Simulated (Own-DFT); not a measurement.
## Calculated data, GaN (wurtzite, strained, atoms displaced)

Computed with Own-DFT development build. A calculation, not a measurement: plane-wave PBE density functional theory by an unreviewed code, no spin, of a simulated periodic cell, stress positive in tension, free energy of the whole cell less one offset for each atom, forces on such cells passed a denser k mesh, this cell's mesh not checked; offsets are fitted by least squares, one for each functional and potential file, so energies compare only between cells with the same atoms and settings and are not formation energies; the far tail of each file's local potential was reset to the Coulomb form; each entry is a single point on an unrelaxed cell, so the pressure reflects the starting lattice, mostly measured values (interpolated for alloys), from which strain is counted, and rises with the displacements; printed positions are rounded, which can move forces by about a meV/angstrom; the program, named Own-DFT, is a retired in-house code; no spin-orbit coupling.

```cif
# cell vector a (Å): 12.7560 0.0000 0.0000
# cell vector b (Å): -4.7835 8.2853 0.0000
# cell vector c (Å): 0.0000 0.0000 10.4478
data_GaN
_symmetry_space_group_name_H-M 'P 1'
_symmetry_Int_Tables_number 1
_cell_length_a 12.7560
_cell_length_b 9.5670
_cell_length_c 10.4478
_cell_angle_alpha 90.000
_cell_angle_beta 90.000
_cell_angle_gamma 120.000
_cell_volume 1104.20
loop_
_atom_site_label
_atom_site_type_symbol
_atom_site_fract_x
_atom_site_fract_y
_atom_site_fract_z
_atom_site_occupancy
Ga1 Ga 0.08537 0.21805 0.99508 1
Ga2 Ga 0.16021 0.10490 0.25938 1
N1 N 0.08267 0.22169 0.19351 1
N2 N 0.16438 0.11337 0.43351 1
Ga3 Ga 0.08092 0.21285 0.50035 1
Ga4 Ga 0.16222 0.10422 0.75816 1
N3 N 0.08376 0.21970 0.69083 1
N4 N 0.15823 0.09571 0.94219 1
Ga5 Ga 0.08727 0.54699 0.99791 1
Ga6 Ga 0.16541 0.43980 0.24700 1
N5 N 0.09209 0.56016 0.19903 1
N6 N 0.16363 0.44020 0.44226 1
Ga7 Ga 0.08438 0.55356 0.49964 1
Ga8 Ga 0.16751 0.44184 0.75013 1
N7 N 0.07116 0.55002 0.68762 1
N8 N 0.16825 0.45349 0.94252 1
Ga9 Ga 0.07955 0.88906 0.00634 1
Ga10 Ga 0.16206 0.77495 0.24994 1
N9 N 0.07959 0.88469 0.18828 1
N10 N 0.16466 0.76338 0.43374 1
Ga11 Ga 0.08944 0.89636 0.49542 1
Ga12 Ga 0.17179 0.78205 0.75121 1
N11 N 0.08699 0.88696 0.68349 1
N12 N 0.15975 0.76925 0.94186 1
Ga13 Ga 0.33281 0.22072 0.99361 1
Ga14 Ga 0.42372 0.11009 0.25160 1
N13 N 0.33096 0.21576 0.18832 1
N14 N 0.41551 0.10684 0.44186 1
Ga15 Ga 0.33652 0.22544 0.49533 1
Ga16 Ga 0.41661 0.10945 0.74823 1
N15 N 0.34001 0.23464 0.69110 1
N16 N 0.41329 0.11483 0.94121 1
Ga17 Ga 0.33556 0.54879 0.00097 1
Ga18 Ga 0.41435 0.43703 0.24942 1
N17 N 0.32696 0.55811 0.19307 1
N18 N 0.41573 0.44601 0.43936 1
Ga19 Ga 0.33431 0.56154 0.50298 1
Ga20 Ga 0.41017 0.44465 0.74808 1
N19 N 0.32805 0.54816 0.68870 1
N20 N 0.42328 0.44441 0.93356 1
Ga21 Ga 0.33275 0.89269 0.99964 1
Ga22 Ga 0.42635 0.79163 0.24757 1
N21 N 0.33039 0.89111 0.19304 1
N22 N 0.41917 0.77359 0.44217 1
Ga23 Ga 0.32752 0.88597 0.50324 1
Ga24 Ga 0.41587 0.77726 0.75250 1
N23 N 0.33887 0.88816 0.68297 1
N24 N 0.41102 0.77098 0.93363 1
Ga25 Ga 0.58890 0.22818 0.99924 1
Ga26 Ga 0.65900 0.11175 0.24683 1
N25 N 0.58014 0.22084 0.19373 1
N26 N 0.66600 0.10993 0.43457 1
Ga27 Ga 0.58729 0.22477 0.50487 1
Ga28 Ga 0.67050 0.10379 0.74923 1
N27 N 0.58494 0.22752 0.68440 1
N28 N 0.66888 0.10977 0.92513 1
Ga29 Ga 0.58217 0.55583 0.99490 1
Ga30 Ga 0.66804 0.44663 0.24464 1
N29 N 0.57074 0.55242 0.19650 1
N30 N 0.66227 0.43569 0.44409 1
Ga31 Ga 0.58654 0.55702 0.49475 1
Ga32 Ga 0.66128 0.45538 0.74396 1
N31 N 0.58230 0.55467 0.68630 1
N32 N 0.66284 0.44076 0.93243 1
Ga33 Ga 0.57821 0.88838 0.99827 1
Ga34 Ga 0.66760 0.77056 0.24369 1
N33 N 0.58067 0.88330 0.18828 1
N34 N 0.66470 0.78053 0.43677 1
Ga35 Ga 0.58459 0.89192 0.49974 1
Ga36 Ga 0.66759 0.77638 0.74729 1
N35 N 0.58765 0.88039 0.69344 1
N36 N 0.66413 0.78577 0.94266 1
Ga37 Ga 0.83371 0.23533 0.99966 1
Ga38 Ga 0.91525 0.10464 0.24751 1
N37 N 0.83914 0.22659 0.19596 1
N38 N 0.91918 0.11477 0.43696 1
Ga39 Ga 0.83014 0.20148 0.49576 1
Ga40 Ga 0.92268 0.10921 0.74865 1
N39 N 0.83627 0.21675 0.68833 1
N40 N 0.92020 0.12675 0.93599 1
Ga41 Ga 0.83299 0.56060 0.99503 1
Ga42 Ga 0.91667 0.44447 0.25450 1
N41 N 0.83837 0.55570 0.18754 1
N42 N 0.91666 0.44731 0.43513 1
Ga43 Ga 0.82876 0.55921 0.50841 1
Ga44 Ga 0.91798 0.44984 0.75900 1
N43 N 0.82389 0.54604 0.68918 1
N44 N 0.91954 0.45111 0.94659 1
Ga45 Ga 0.82355 0.88338 0.00503 1
Ga46 Ga 0.91871 0.77236 0.25173 1
N45 N 0.82959 0.88814 0.18947 1
N46 N 0.92277 0.78176 0.44056 1
Ga47 Ga 0.83214 0.88682 0.49695 1
Ga48 Ga 0.92032 0.77670 0.73817 1
N47 N 0.83629 0.89569 0.68324 1
N48 N 0.91062 0.77176 0.94006 1
_calc_functional 'PBE'
_calc_potential_files 'PseudoDojo norm-conserving, scalar-relativistic, standard set with the stringent files for Ga'
_calc_wave_cutoff 96  # hartree
_calc_occupations 'Gaussian'
_calc_smearing_width 0.01  # eV
_calc_k_mesh '3 x 4 x 3 centred on Gamma'
_calc_free_energy_of_cell_above_offsets '-5.073'  # eV
_calc_pressure 5.43  # GPa
_calc_stress_xx -6.5  # GPa
_calc_stress_yy -6.59  # GPa
_calc_stress_zz -3.2  # GPa
_calc_stress_yz 0.43  # GPa
_calc_stress_xz 0.49  # GPa
_calc_stress_xy 0.18  # GPa
```

Force:
```
element  x (eV/Å)  y (eV/Å)  z (eV/Å)
     Ga    -1.213     0.678     1.288
     Ga     0.771     0.677    -2.762
      N     0.271    -0.914    -1.268
      N     1.246    -0.326     1.866
     Ga     -0.48     1.809     0.432
     Ga     0.758     0.586    -1.323
      N     0.921     0.005    -0.271
      N     0.693     2.039    -0.663
     Ga    -2.418     1.858     2.283
     Ga    -0.159     0.371     1.553
      N    -1.625    -1.094    -1.976
      N     0.844    -0.291    -0.083
     Ga    -1.047    -1.365     0.136
     Ga    -1.527     0.162     0.034
      N     2.382      1.21     0.294
      N     2.906    -2.531    -1.543
     Ga     0.185    -2.122    -0.398
     Ga     0.987     0.276    -0.003
      N     0.086     0.529     0.633
      N    -0.697     2.394     0.807
     Ga      0.62    -1.261     0.298
     Ga    -0.232    -1.209     0.221
      N    -0.057     0.532     0.193
      N      0.38     1.203    -0.451
     Ga    -0.735     0.183     1.558
     Ga    -2.776    -0.541     0.623
      N    -0.162    -0.019    -0.176
      N     0.135      0.31     -0.34
     Ga    -0.163     0.089      0.75
     Ga     0.287     0.964    -0.003
      N    -0.663    -2.711    -0.565
      N     1.776    -0.741    -0.935
     Ga    -0.581     0.659     0.851
     Ga    -2.444    -0.343     0.775
      N     2.129      0.21    -1.001
      N      0.28     0.013    -0.082
     Ga    -0.189    -1.432    -0.762
     Ga     1.378     0.734     0.027
      N    -0.167     1.471     0.107
      N     -1.68     -0.42     0.261
     Ga    -0.333    -0.817     0.608
     Ga    -2.255    -2.429     1.211
      N     0.845     0.037    -0.838
      N    -0.792     1.396    -0.561
     Ga     1.049    -0.297    -1.563
     Ga     0.838    -0.476    -0.807
      N    -0.963     0.058     1.333
      N     0.097     0.662     1.052
     Ga    -0.543    -1.144    -0.462
     Ga     2.615    -0.333      0.61
      N     0.873     1.321    -1.871
      N    -0.272    -0.173      0.19
     Ga    -0.292    -1.271     -0.41
     Ga    -0.525     0.997    -1.687
      N     0.351    -0.797     1.447
      N    -0.851     0.389      3.14
     Ga     0.509     0.431     0.967
     Ga    -0.122     0.231     1.132
      N     3.047     0.232    -2.025
      N     0.204     1.745    -1.607
     Ga    -1.037    -0.171     0.297
     Ga     1.641    -2.332     0.865
      N    -1.796     1.183    -0.525
      N      0.23     0.977     0.707
     Ga    -0.297     0.442     0.042
     Ga    -1.311     0.681     1.324
      N     1.162     1.502    -1.008
      N     1.024    -0.331    -0.436
     Ga    -0.278     -0.45     0.451
     Ga     1.046    -0.197     0.635
      N    -2.047     0.745    -1.096
      N     0.467    -1.481    -0.861
     Ga     0.786    -1.541     0.704
     Ga    -0.227     1.098     0.337
      N     -1.45    -0.946    -1.399
      N     1.112    -1.805    -0.652
     Ga    -1.546     3.075     0.969
     Ga    -1.467     0.486       0.7
      N    -0.355      0.54    -0.269
      N     0.219    -1.514     0.545
     Ga     0.066    -0.973     0.788
     Ga     1.079     0.304    -0.023
      N    -1.533    -0.226    -0.507
      N    -0.546    -0.559     1.479
     Ga     1.634    -1.023    -1.605
     Ga     -0.81    -1.613    -0.816
      N     0.892     1.284     0.688
      N    -0.331     0.241    -0.866
     Ga     1.342     1.479    -0.971
     Ga    -0.893     0.196     0.199
      N     1.142    -0.751    -0.054
      N    -0.892    -0.343    -0.198
     Ga     0.021     0.377    -0.223
     Ga     -0.87    -0.168     1.208
      N     0.502    -1.448     0.357
      N    -0.177     1.856    -1.031
```
